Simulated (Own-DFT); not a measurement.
## Calculated data, GaN (wurtzite, strained, atoms displaced)

Computed with Own-DFT development build. A calculation, not a measurement: plane-wave PBE density functional theory by an unreviewed code, no spin, of a simulated periodic cell, stress positive in tension, free energy of the whole cell less one offset for each atom, forces on such cells passed a denser k mesh, this cell's mesh not checked; offsets are fitted by least squares, one for each functional and potential file, so energies compare only between cells with the same atoms and settings and are not formation energies; the far tail of each file's local potential was reset to the Coulomb form; each entry is a single point on an unrelaxed cell, so the pressure reflects the starting lattice, mostly measured values (interpolated for alloys), from which strain is counted, and rises with the displacements; printed positions are rounded, which can move forces by about a meV/angstrom; the program, named Own-DFT, is a retired in-house code; no spin-orbit coupling.

Settings shared by all entries: functional PBE; potential files PseudoDojo norm-conserving, scalar-relativistic, standard set with the stringent files for Ga; wave cutoff 96 hartree; occupations Gaussian; smearing width 0.01 eV; k mesh 3 x 4 x 3 centred on Gamma.

(1) GaN (wurtzite, strained, atoms displaced)

```xyz
96
Lattice="12.7560 0.0000 0.0000 -4.7835 8.2853 0.0000 0.0000 0.0000 10.2404" Properties=species:S:1:pos:R:3 GaN
Ga    -0.0368     1.8673     0.0909
Ga     1.6166     0.8721     2.5840
N     -0.0146     1.8283     1.9526
N      1.5950     0.9454     4.3658
Ga     0.0414     1.8690     5.1715
Ga     1.6866     1.0100     7.6990
N      0.0365     1.8246     7.0827
N      1.5237     0.9950     9.6355
Ga    -1.6036     4.6240    10.2350
Ga     0.0569     3.6910     2.4766
N     -1.5666     4.6528     1.9622
N      0.1440     3.5437     4.5280
Ga    -1.6342     4.6330     5.1552
Ga     0.0052     3.6274     7.6673
N     -1.6274     4.5786     7.0080
N      0.0094     3.6298     9.6396
Ga    -3.1366     7.3142    10.2240
Ga    -1.6566     6.4496     2.5321
N     -3.3005     7.4245     1.9166
N     -1.5101     6.4971     4.4835
Ga    -3.1612     7.2987     5.1877
Ga    -1.6376     6.4331     7.7264
N     -3.1952     7.3925     7.0752
N     -1.6926     6.3880     9.5994
Ga     3.1834     1.7807     0.0032
Ga     4.7852     0.8982     2.5459
N      3.2383     1.8748     1.9065
N      4.7587     0.8833     4.3734
Ga     3.1802     1.8426     5.0756
Ga     4.7860     0.9350     7.6750
N      3.2218     1.8292     7.0662
N      4.7670     0.9606     9.6265
Ga     1.6468     4.5190    10.2186
Ga     3.1049     3.7238     2.5209
N      1.4886     4.6680     1.9722
N      3.1252     3.8035     4.4253
Ga     1.6399     4.5747     5.1687
Ga     3.1867     3.6358     7.6756
N      1.5978     4.5835     7.0054
N      3.2355     3.6157     9.6178
Ga    -0.0020     7.3415    10.2095
Ga     1.5979     6.4565     2.5971
N     -0.0286     7.3240     1.9630
N      1.6151     6.5280     4.5288
Ga     0.0304     7.4108     5.0597
Ga     1.5984     6.5134     7.7278
N      0.0143     7.3257     7.0794
N      1.5718     6.4494     9.5457
Ga     6.2871     1.9028     0.1168
Ga     8.0022     0.9471     2.5560
N      6.3120     1.8088     1.9006
N      7.9221     0.9245     4.5651
Ga     6.3917     1.8842     5.1032
Ga     7.9258     0.9207     7.6658
N      6.2756     1.8730     7.0328
N      8.0324     0.9115     9.6323
Ga     4.7254     4.6103    10.1053
Ga     6.4118     3.7721     2.5647
N      4.7731     4.6033     1.9589
N      6.3625     3.6929     4.5742
Ga     4.7174     4.6367     5.1338
Ga     6.3926     3.5913     7.6399
N      4.8060     4.6667     7.0607
N      6.4626     3.7359     9.5549
Ga     3.0696     7.3692    10.2091
Ga     4.8152     6.4051     2.5834
N      3.2250     7.4044     1.9469
N      4.8868     6.3768     4.4233
Ga     3.1703     7.2524     5.1350
Ga     4.8051     6.4610     7.7251
N      3.2791     7.3003     7.0100
N      4.7602     6.4419     9.6325
Ga     9.5503     1.8804     0.0414
Ga    11.1432     0.9277     2.4966
N      9.4356     1.7895     1.9118
N     11.1454     0.8471     4.4506
Ga     9.5459     1.8549     5.1557
Ga    11.1782     0.9650     7.7246
N      9.5967     1.7955     7.0370
N     11.1856     0.9070     9.5653
Ga     7.9810     4.7033    10.1696
Ga     9.5527     3.7161     2.5617
N      8.0180     4.5940     2.0265
N      9.5401     3.6705     4.5185
Ga     7.9907     4.6339     5.1225
Ga     9.5704     3.6228     7.6323
N      7.9417     4.6467     7.1733
N      9.4920     3.5721     9.6443
Ga     6.3052     7.3592     0.0589
Ga     7.9624     6.4979     2.5162
N      6.3510     7.4018     1.9624
N      8.0515     6.3914     4.4772
Ga     6.2981     7.3830     5.1295
Ga     7.8619     6.4291     7.6671
N      6.3820     7.4193     6.9896
N      7.9474     6.4478     9.5579
```

Results for GaN (wurtzite, strained, atoms displaced): free energy of cell above offsets -3.846 eV; pressure 9.66 GPa; stress xx -6.98 GPa; stress yy -8.38 GPa; stress zz -13.61 GPa; stress yz 0.35 GPa; stress xz 0.06 GPa; stress xy -1.04 GPa.

Force:
| element | x (eV/Å) | y (eV/Å) | z (eV/Å) |
| --- | --- | --- | --- |
| Ga | -0.133 | -1.088 | -1.311 |
| Ga | 0.047 | 1.552 | -2.043 |
| N | 0.162 | 0.358 | 0.319 |
| N | 0.287 | -0.747 | 3.804 |
| Ga | -0.738 | -2.471 | -0.749 |
| Ga | -1.827 | -1.645 | 0.42 |
| N | -0.006 | -0.119 | -0.125 |
| N | 1.232 | -1.263 | -0.083 |
| Ga | -0.32 | -1.73 | 0.217 |
| Ga | -1.899 | -1.083 | 2.275 |
| N | -0.662 | -1.081 | -0.494 |
| N | -1.758 | 3.267 | -1.35 |
| Ga | 1.316 | -0.475 | -1.765 |
| Ga | -0.032 | 0.975 | -0.02 |
| N | 0.511 | 0.166 | 1.755 |
| N | -0.246 | 1.36 | -0.379 |
| Ga | -2.575 | 1.951 | -0.015 |
| Ga | 0.154 | 0.623 | 0.674 |
| N | 1.889 | -1.095 | -0.818 |
| N | -1.205 | -1.121 | -0.018 |
| Ga | -0.071 | 1.118 | -1.135 |
| Ga | 0.238 | -0.053 | -1.708 |
| N | -0.063 | 0.052 | 0.662 |
| N | 2.072 | 0.394 | 0.353 |
| Ga | -0.618 | 0.282 | 0.341 |
| Ga | -0.35 | 0.118 | -1.159 |
| N | -1.151 | -0.29 | 0.463 |
| N | 0.23 | 1.453 | 2.548 |
| Ga | 0.03 | 0.23 | -0.602 |
| Ga | -0.16 | -1.09 | 0.342 |
| N | 0.347 | 0.484 | -1.235 |
| N | 0.288 | -1.195 | -0.432 |
| Ga | -0.781 | 0.913 | 0.158 |
| Ga | 1.059 | -0.284 | -0.126 |
| N | 2.315 | 0.052 | -1.763 |
| N | 1.634 | -1.816 | 0.596 |
| Ga | -1.632 | 1.063 | -1.063 |
| Ga | 0.353 | 1.35 | -0.431 |
| N | 0.056 | 0.303 | 2.353 |
| N | -1.075 | 0.158 | -0.428 |
| Ga | -0.419 | 0.33 | 0.674 |
| Ga | 0.314 | 0.895 | -0.133 |
| N | 0.021 | 0.335 | -1.146 |
| N | -0.819 | -1.946 | -0.613 |
| Ga | -0.042 | -0.247 | 1.214 |
| Ga | 0.588 | -1.222 | -2.524 |
| N | -0.646 | 0.856 | -0.329 |
| N | -0.416 | -1.122 | 1.937 |
| Ga | 1.538 | 0.25 | -2.953 |
| Ga | -2.436 | -1.118 | 1.269 |
| N | 1.198 | 0.915 | 2.498 |
| N | 0.871 | -0.604 | -0.732 |
| Ga | -0.899 | -0.715 | -0.489 |
| Ga | 0.59 | -0.297 | 0.224 |
| N | 1.379 | -1.575 | -0.296 |
| N | -1.791 | 0.044 | -0.649 |
| Ga | 1.997 | -0.132 | 1.735 |
| Ga | -1.022 | -1.349 | 0.512 |
| N | -0.162 | -0.18 | -1.281 |
| N | -0.018 | 0.491 | -0.895 |
| Ga | 0.892 | -0.745 | -0.102 |
| Ga | -0.303 | 2.341 | 0.496 |
| N | -0.474 | -1.299 | 0.341 |
| N | -1.752 | -0.84 | 0.984 |
| Ga | 1.861 | 0.608 | 0.994 |
| Ga | -0.715 | 0.54 | -1.381 |
| N | -0.751 | -1.013 | -0.202 |
| N | -1.677 | 0.7 | 1.431 |
| Ga | 1.773 | 1.736 | -0.643 |
| Ga | 0.665 | 0.164 | -0.471 |
| N | -1.509 | 1.037 | 1.101 |
| N | -0.627 | 0.386 | 0.037 |
| Ga | 0.226 | -2.021 | -0.657 |
| Ga | -0.531 | 0.518 | 1.271 |
| N | 3.141 | 2.01 | 0.435 |
| N | 0.089 | 1.71 | 0.303 |
| Ga | 0.466 | -0.984 | -1.217 |
| Ga | 0.279 | -0.867 | -1.14 |
| N | -0.835 | 0.4 | 0.623 |
| N | -0.538 | 0.166 | 2.173 |
| Ga | 0.14 | -1.731 | 1.019 |
| Ga | 0.986 | -1.048 | 0.289 |
| N | -0.82 | 1.296 | -1.936 |
| N | 0.661 | 0.138 | -0.182 |
| Ga | -0.687 | -0.441 | 0.778 |
| Ga | -0.592 | 0.557 | 0.936 |
| N | 0.727 | -1.611 | -1.874 |
| N | 1.301 | 2.938 | -0.912 |
| Ga | 0.764 | 0.376 | -0.943 |
| Ga | -0.596 | -0.854 | 1.195 |
| N | 0.236 | -0.768 | -0.459 |
| N | -0.828 | 1.228 | 0.055 |
| Ga | 1.657 | -0.338 | -0.773 |
| Ga | 1.055 | 1.338 | -0.307 |
| N | -0.495 | -0.17 | 1.443 |
| N | 0.066 | 1.354 | 1.243 |

(2) GaN (wurtzite, strained, atoms displaced)

```xyz
96
Lattice="12.7560 0.0000 0.0000 -4.7835 8.2853 0.0000 0.0000 0.0000 10.2404" Properties=species:S:1:pos:R:3 GaN
Ga    -0.0048     1.8354    10.2126
Ga     1.6123     0.9802     2.6156
N     -0.0470     1.8390     1.9468
N      1.5830     0.9709     4.4750
Ga     0.0169     1.8808     5.1041
Ga     1.5714     0.9447     7.7720
N     -0.0693     1.8341     7.1238
N      1.6178     0.9126     9.6012
Ga    -1.5789     4.6729    10.1853
Ga    -0.0534     3.6025     2.5817
N     -1.6194     4.5913     1.9013
N     -0.0629     3.6712     4.3773
Ga    -1.5900     4.5807     5.1016
Ga     0.1247     3.6544     7.6447
N     -1.6837     4.6193     6.9902
N     -0.1032     3.6384     9.5792
Ga    -3.1946     7.3084    10.1950
Ga    -1.6020     6.4161     2.6131
N     -3.2501     7.2980     1.8612
N     -1.5437     6.4415     4.5318
Ga    -3.1489     7.4142     5.1018
Ga    -1.5685     6.4469     7.7110
N     -3.2256     7.4201     7.0784
N     -1.5302     6.4480     9.6485
Ga     3.2744     1.8657     0.0090
Ga     4.7846     0.9300     2.5519
N      3.2631     1.8410     1.9643
N      4.7758     0.9253     4.4681
Ga     3.1492     1.8085     5.1126
Ga     4.8283     0.8434     7.7479
N      3.1261     1.8398     7.0298
N      4.7840     0.9660     9.6192
Ga     1.5902     4.5387     0.0006
Ga     3.1591     3.7406     2.5568
N      1.6341     4.6058     1.8323
N      3.1361     3.6793     4.4972
Ga     1.5316     4.5424     5.1336
Ga     3.1896     3.6402     7.6674
N      1.6006     4.5818     7.1086
N      2.9996     3.7333     9.5951
Ga     0.0244     7.3256    10.2130
Ga     1.5935     6.5005     2.5585
N     -0.0214     7.3876     2.0303
N      1.6221     6.4656     4.5132
Ga    -0.0535     7.4195     5.0716
Ga     1.5791     6.4205     7.6753
N     -0.0250     7.3517     7.0007
N      1.6152     6.3790     9.6507
Ga     6.4664     1.8763    10.1893
Ga     7.9377     0.9874     2.5157
N      6.4193     1.8085     1.9356
N      7.8133     0.9550     4.4914
Ga     6.3246     1.8174     5.1546
Ga     7.9553     0.8812     7.7288
N      6.4205     1.8055     7.0613
N      8.0263     0.9650     9.6783
Ga     4.8143     4.6267     0.0647
Ga     6.4097     3.6747     2.4860
N      4.7506     4.6153     1.9678
N      6.3717     3.6445     4.5155
Ga     4.8743     4.6144     5.1272
Ga     6.3038     3.7296     7.6414
N      4.7238     4.6256     7.0116
N      6.3659     3.7346     9.6262
Ga     3.2805     7.4139     0.0071
Ga     4.8561     6.4655     2.6428
N      3.2131     7.3631     1.8557
N      4.7686     6.3895     4.5852
Ga     3.1368     7.3651     5.1405
Ga     4.7698     6.4499     7.7121
N      3.2083     7.4190     6.9719
N      4.7071     6.4171     9.5436
Ga     9.5260     1.8404     0.0040
Ga    11.1151     0.8899     2.5391
N      9.5039     1.8244     1.8989
N     11.1524     0.8792     4.4891
Ga     9.5864     1.7976     5.0883
Ga    11.1379     0.9541     7.6120
N      9.5749     1.8673     7.1215
N     11.2096     0.9729     9.6168
Ga     7.9990     4.5551     0.0431
Ga     9.5962     3.6753     2.5633
N      7.9946     4.5222     1.9618
N      9.5900     3.7872     4.5226
Ga     8.0438     4.5871     5.0653
Ga     9.5381     3.7906     7.5942
N      8.0119     4.5552     7.0844
N      9.5196     3.6128     9.5275
Ga     6.3295     7.4941    10.2353
Ga     7.9866     6.4667     2.6405
N      6.3118     7.3237     1.9012
N      8.0390     6.4618     4.4172
Ga     6.3538     7.2408     5.1950
Ga     7.8596     6.4725     7.6580
N      6.3903     7.3689     7.0663
N      7.9946     6.4630     9.6326
```

The calculation gives: free energy of cell above offsets -4.135 eV; pressure 9.6 GPa; stress xx -8.94 GPa; stress yy -6.62 GPa; stress zz -13.25 GPa; stress yz 0.01 GPa; stress xz 0.44 GPa; stress xy 0.47 GPa.

Force:
| element | x (eV/Å) | y (eV/Å) | z (eV/Å) |
| --- | --- | --- | --- |
| Ga | 0.77 | 0.276 | 0.563 |
| Ga | -0.154 | -0.912 | -2.263 |
| N | 0.506 | -0.93 | -0.341 |
| N | -0.328 | -0.701 | 0.635 |
| Ga | -0.953 | -0.841 | 0.687 |
| Ga | -0.003 | -0.304 | -1.752 |
| N | 1.651 | 0.422 | -1.807 |
| N | 0.3 | 0.114 | 1.894 |
| Ga | -0.911 | -2.143 | 0.428 |
| Ga | 0.69 | 1.612 | -2.911 |
| N | 0.499 | 0.144 | 0.217 |
| N | 0.611 | 0.088 | 2.973 |
| Ga | 0.323 | 0.931 | 0.378 |
| Ga | -3.06 | -0.021 | 1.075 |
| N | 2.433 | 0.516 | 0.705 |
| N | 1.26 | 0.645 | 0.025 |
| Ga | 0.294 | 1.029 | 0.261 |
| Ga | -0.365 | 0.264 | -1.008 |
| N | 1.114 | 1.111 | 1.45 |
| N | -1.204 | -0.08 | -0.435 |
| Ga | -0.204 | -0.44 | 0.901 |
| Ga | -0.999 | -0.121 | -0.988 |
| N | 0.177 | -0.695 | -0.313 |
| N | -0.852 | 0.581 | -0.882 |
| Ga | -1.826 | 0.459 | 0.172 |
| Ga | 0.741 | 0.049 | 0.062 |
| N | -1.326 | 0.625 | -0.498 |
| N | -0.667 | 0.438 | 0.485 |
| Ga | 1.041 | 1.018 | 0.058 |
| Ga | -0.687 | 1.044 | -1.577 |
| N | 0.987 | -0.511 | 0.56 |
| N | 1.252 | -0.864 | 0.475 |
| Ga | -2.943 | 1.364 | -0.115 |
| Ga | 0.074 | -0.688 | 0.362 |
| N | -1.415 | 0.141 | 2.538 |
| N | 0.602 | 0.026 | 0.237 |
| Ga | 0.764 | 1.139 | -0.46 |
| Ga | 0.06 | 0.171 | 0.245 |
| N | 0.512 | 0.647 | -1.545 |
| N | 4.841 | -2.255 | -0.827 |
| Ga | 0.803 | 0.785 | 1.38 |
| Ga | 0.511 | -0.875 | -0.313 |
| N | -0.068 | -0.501 | -1.472 |
| N | -1.224 | -0.979 | -0.195 |
| Ga | 1.508 | -0.51 | 0.252 |
| Ga | 0.402 | 0.525 | 0.195 |
| N | 0.518 | -0.04 | 0.815 |
| N | 0.015 | 1.445 | -0.828 |
| Ga | -1.397 | 0.067 | 0.799 |
| Ga | 0.59 | -1.89 | 1.15 |
| N | -1.693 | 1.049 | -1.151 |
| N | 2.834 | -0.813 | -0.614 |
| Ga | -0.335 | 0.642 | -0.021 |
| Ga | 0.961 | 1.023 | -0.611 |
| N | -1.16 | 0.595 | 0.916 |
| N | -1.124 | -1.353 | -1.398 |
| Ga | -1.334 | -0.004 | -0.757 |
| Ga | -0.985 | -0.448 | 1.231 |
| N | 1.007 | 0.137 | 0.119 |
| N | 0.771 | 0.527 | -0.634 |
| Ga | -1.749 | -1.368 | -0.552 |
| Ga | 1.1 | -0.774 | 0.307 |
| N | 0.444 | -0.06 | 0.962 |
| N | -0.23 | -0.459 | -0.358 |
| Ga | -1.685 | -0.909 | -0.41 |
| Ga | -2 | -0.516 | -0.424 |
| N | 0.234 | 0.265 | 2.211 |
| N | -0.023 | 1.233 | -1.036 |
| Ga | 0.525 | 0.605 | -1.314 |
| Ga | -0.463 | 0.077 | -1.597 |
| N | -0.317 | -1.045 | 2.413 |
| N | 1.548 | 0.416 | 1.442 |
| Ga | 2.144 | 1.089 | -0.525 |
| Ga | 0.06 | 0.026 | 0.071 |
| N | 1.252 | 0.462 | 0.933 |
| N | 0.29 | -0.322 | 0.205 |
| Ga | -1.245 | 0.5 | 0.836 |
| Ga | -0.497 | -0.187 | 1.221 |
| N | -0.848 | -0.212 | -1.393 |
| N | -1.54 | -0.466 | -0.567 |
| Ga | 0.286 | 1.011 | -0.901 |
| Ga | -0.109 | -0.258 | -0.056 |
| N | -0.016 | 1.319 | 0.027 |
| N | 0.37 | -2.502 | -1.182 |
| Ga | -1.762 | 0.417 | 1.022 |
| Ga | 1.187 | -2.461 | 1.553 |
| N | -3.108 | 1.998 | -1.57 |
| N | 0.577 | 1.427 | 1.017 |
| Ga | 0.727 | -2 | -0.437 |
| Ga | -0.504 | -0.513 | -3.525 |
| N | 1.432 | 0.636 | 0.442 |
| N | -0.785 | -0.116 | 3.27 |
| Ga | 0.804 | 1.383 | -1.32 |
| Ga | 2.718 | -1.105 | 1.087 |
| N | -1.527 | 0.356 | 0.067 |
| N | -1.493 | -0.678 | -0.444 |
